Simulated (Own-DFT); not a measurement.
Si₂₃GeO₄₈ (quartz with substituted atoms, atoms displaced) (calculated)

All values are calculated (Own-DFT development build). A calculation, not a measurement: plane-wave PBE and HSE06 DFT by an unreviewed code, no spin, of a simulated cell at Gamma alone, so results move with cell size and shape, stress positive in tension, energies less offsets, not probed for a lower state with spin; oxygen file: force components 24 meV/angstrom off all-electron in a glass; k mesh not checked against a denser one; forces and stress are PBE's, HSE06 gives the energy alone, and its difference from PBE has offsets of its own; offsets are fitted by least squares, one for each functional and potential file, so energies compare only between cells with the same atoms and settings and are not formation energies; the far tail of each file's local potential was reset to the Coulomb form; each entry is a single point on an unrelaxed cell, so the pressure reflects the starting lattice, mostly measured values (interpolated for alloys), from which strain is counted, and rises with the displacements; printed positions are rounded, which can move forces by about a meV/angstrom; the program, named Own-DFT, is a retired in-house code; no spin-orbit coupling.

```cif
# cell vector a (Å): 9.8268 0.0000 0.0000
# cell vector b (Å): -4.9134 8.5103 0.0000
# cell vector c (Å): 0.0000 0.0000 10.8104
data_Si23GeO48
_symmetry_space_group_name_H-M 'P 1'
_symmetry_Int_Tables_number 1
_cell_length_a 9.8268
_cell_length_b 9.8268
_cell_length_c 10.8104
_cell_angle_alpha 90.000
_cell_angle_beta 90.000
_cell_angle_gamma 120.000
_cell_volume 904.06
loop_
_atom_site_label
_atom_site_type_symbol
_atom_site_fract_x
_atom_site_fract_y
_atom_site_fract_z
_atom_site_occupancy
Si1 Si 0.24493 0.01238 0.99954 1
Ge1 Ge 0.99576 0.24178 0.33665 1
Si2 Si 0.25529 0.26102 0.16639 1
O1 O 0.21589 0.13921 0.06430 1
O2 O 0.42824 0.30226 0.23011 1
O3 O 0.37375 0.07888 0.38784 1
O4 O 0.07704 0.36016 0.44399 1
O5 O 0.13385 0.19495 0.27773 1
O6 O 0.29104 0.42608 0.10399 1
Si3 Si 0.22004 0.99467 0.50043 1
Si4 Si 0.99721 0.24543 0.83998 1
Si5 Si 0.26777 0.26127 0.67397 1
O7 O 0.20470 0.14297 0.56571 1
O8 O 0.41779 0.29294 0.72201 1
O9 O 0.35837 0.05603 0.89639 1
O10 O 0.08394 0.36223 0.94942 1
O11 O 0.11947 0.21997 0.77322 1
O12 O 0.28314 0.42581 0.59969 1
Si6 Si 0.23474 0.50435 0.00949 1
Si7 Si 0.98798 0.73780 0.33740 1
Si8 Si 0.28255 0.77446 0.15910 1
O13 O 0.21978 0.63565 0.07292 1
O14 O 0.44106 0.79679 0.23041 1
O15 O 0.36286 0.58128 0.41610 1
O16 O 0.07797 0.87372 0.43695 1
O17 O 0.13349 0.71458 0.27238 1
O18 O 0.29453 0.92440 0.09644 1
Si9 Si 0.23097 0.50066 0.50332 1
Si10 Si 0.00340 0.73403 0.83576 1
Si11 Si 0.27728 0.77262 0.66613 1
O19 O 0.20089 0.63814 0.56714 1
O20 O 0.43647 0.79651 0.73259 1
O21 O 0.36538 0.56990 0.88403 1
O22 O 0.08020 0.87603 0.94589 1
O23 O 0.12539 0.69872 0.78149 1
O24 O 0.28033 0.90681 0.60324 1
Si12 Si 0.73609 0.00284 0.99648 1
Si13 Si 0.50691 0.23906 0.34634 1
Si14 Si 0.77767 0.28287 0.16653 1
O25 O 0.69413 0.13529 0.06115 1
O26 O 0.92361 0.29587 0.22976 1
O27 O 0.86692 0.07782 0.40976 1
O28 O 0.58578 0.37786 0.43783 1
O29 O 0.62940 0.21868 0.28191 1
O30 O 0.77895 0.42986 0.10942 1
Si15 Si 0.73279 0.99025 0.50360 1
Si16 Si 0.49978 0.24680 0.83032 1
Si17 Si 0.75938 0.26562 0.66693 1
O31 O 0.69918 0.11577 0.55996 1
O32 O 0.91894 0.29682 0.72501 1
O33 O 0.87819 0.07733 0.89569 1
O34 O 0.57288 0.36806 0.93458 1
O35 O 0.64139 0.20998 0.76532 1
O36 O 0.80015 0.43359 0.61223 1
Si18 Si 0.72372 0.49448 0.00072 1
Si19 Si 0.50489 0.71994 0.32184 1
Si20 Si 0.76512 0.76393 0.17238 1
O37 O 0.69533 0.62093 0.05028 1
O38 O 0.94345 0.80411 0.22706 1
O39 O 0.87718 0.58605 0.37850 1
O40 O 0.56825 0.88595 0.43818 1
O41 O 0.65483 0.72076 0.28609 1
O42 O 0.79216 0.92659 0.10362 1
Si21 Si 0.74570 0.51568 0.47901 1
Si22 Si 0.49382 0.72337 0.83221 1
Si23 Si 0.76844 0.77221 0.66204 1
O43 O 0.69815 0.63378 0.55811 1
O44 O 0.91796 0.80010 0.74065 1
O45 O 0.85083 0.57379 0.88013 1
O46 O 0.57886 0.86862 0.94168 1
O47 O 0.63618 0.68770 0.78432 1
O48 O 0.77944 0.91379 0.60216 1
_calc_first_functional 'PBE'
_calc_second_functional 'HSE06'
_calc_exact_exchange_share 0.25
_calc_screening 0.11  # 1/bohr
_calc_exchange_divergence 'Gygi-Baldereschi'
_calc_potential_files 'PseudoDojo norm-conserving, scalar-relativistic, made for PBE, standard set'
_calc_wave_cutoff 48  # hartree
_calc_occupations 'fixed'
_calc_k_mesh '1 x 1 x 1 centred on Gamma'
_calc_PBE_energy_of_cell_above_offsets '-4.852'  # eV
_calc_HSE06_less_PBE_above_offsets '0.073'  # eV
_calc_PBE_pressure 15.13  # GPa
_calc_PBE_stress_xx -14.55  # GPa
_calc_PBE_stress_yy -16.79  # GPa
_calc_PBE_stress_zz -14.06  # GPa
_calc_PBE_stress_yz 0.59  # GPa
_calc_PBE_stress_xz -3.05  # GPa
_calc_PBE_stress_xy -1.35  # GPa
```

Force:
| element | x (eV/Å) | y (eV/Å) | z (eV/Å) |
| --- | --- | --- | --- |
| Si | -3.699 | -3.616 | 2.941 |
| Ge | 4.105 | -6.096 | -0.734 |
| Si | 3.317 | 2.628 | 3.334 |
| O | -0.488 | -1.227 | -2.296 |
| O | -0.369 | -0.167 | 0.52 |
| O | -3.431 | -4.266 | 4.229 |
| O | -0.422 | 5.496 | 5.214 |
| O | -0.876 | -0.225 | -0.039 |
| O | 1.735 | -0.689 | 2.533 |
| Si | 5.845 | 6.024 | 2.176 |
| Si | -2.646 | 0.007 | -2.245 |
| Si | -12.34 | 2.631 | -2.409 |
| O | 1.379 | -4.537 | -2.999 |
| O | 8.076 | 1.453 | 3.884 |
| O | 4.882 | 6.402 | -7.021 |
| O | -1.94 | 0.97 | 1.105 |
| O | 6.046 | -0.42 | -2.751 |
| O | 4.07 | -3.483 | 5.296 |
| Si | 2.207 | -0.496 | -5.175 |
| Si | 9.745 | 9.794 | -4.901 |
| Si | -3.009 | 2.572 | 6.519 |
| O | -1.237 | -1.781 | -2.507 |
| O | -1.65 | 0.013 | -2.858 |
| O | 5.932 | 4.638 | -7.892 |
| O | -4.105 | -3.426 | -1.225 |
| O | 1.1 | 0.551 | -0.736 |
| O | 1.565 | 0.259 | 1.603 |
| Si | -5.367 | 0.258 | 3.074 |
| Si | -3.955 | 2.198 | 1.954 |
| Si | 0.703 | -5.628 | 4.925 |
| O | 0.704 | -2.696 | -1.627 |
| O | -2.356 | 1.219 | -2.527 |
| O | -3.092 | -4.245 | 4.145 |
| O | -1.156 | -1.997 | -1.214 |
| O | 4.885 | 0.597 | -2.688 |
| O | -3.798 | 7.418 | -3.282 |
| Si | -0.242 | 1.475 | 0.852 |
| Si | -5.134 | 1.108 | -3.87 |
| Si | -4.933 | -5.157 | 0.277 |
| O | 1.629 | 0.673 | 0.346 |
| O | -2.054 | 2.845 | -4.551 |
| O | 1.892 | -1.264 | -1.875 |
| O | -1.471 | 0.793 | 1.315 |
| O | 7.691 | 0.298 | -4.503 |
| O | 1.722 | 0.482 | 1.052 |
| Si | -4.46 | 1.212 | -2.758 |
| Si | 2.832 | -5.54 | -1.232 |
| Si | 4.084 | 0.485 | -7.425 |
| O | -2.215 | 4.636 | 3.341 |
| O | 2.77 | 0.183 | 2.447 |
| O | -1.39 | -0.911 | 0.985 |
| O | -1.701 | -0.965 | 0.551 |
| O | -8.551 | -2.238 | 7.132 |
| O | -1.8 | 1.949 | -3.854 |
| Si | 3.552 | 1.38 | -4.316 |
| Si | -5.865 | 2.208 | 8.315 |
| Si | 3.304 | 1.511 | -5.792 |
| O | -3.46 | 6.083 | 5.252 |
| O | -5.322 | 0.753 | -3.776 |
| O | -2.871 | -10.42 | 3.589 |
| O | 0.524 | -4.351 | -2.758 |
| O | 2.117 | -1.969 | 0.629 |
| O | 0.915 | -1.389 | 1.721 |
| Si | -0.213 | -1.04 | 8.456 |
| Si | 5.494 | 3.638 | 0.712 |
| Si | 0.97 | -6.081 | 5.454 |
| O | 1.88 | -0.714 | -2.06 |
| O | 1.567 | 0.897 | -1.179 |
| O | -0.08 | -1.637 | 2.527 |
| O | -1.427 | -2.354 | -1.574 |
| O | -1.539 | 1.457 | -1.627 |
| O | 1.429 | 1.83 | 1.872 |
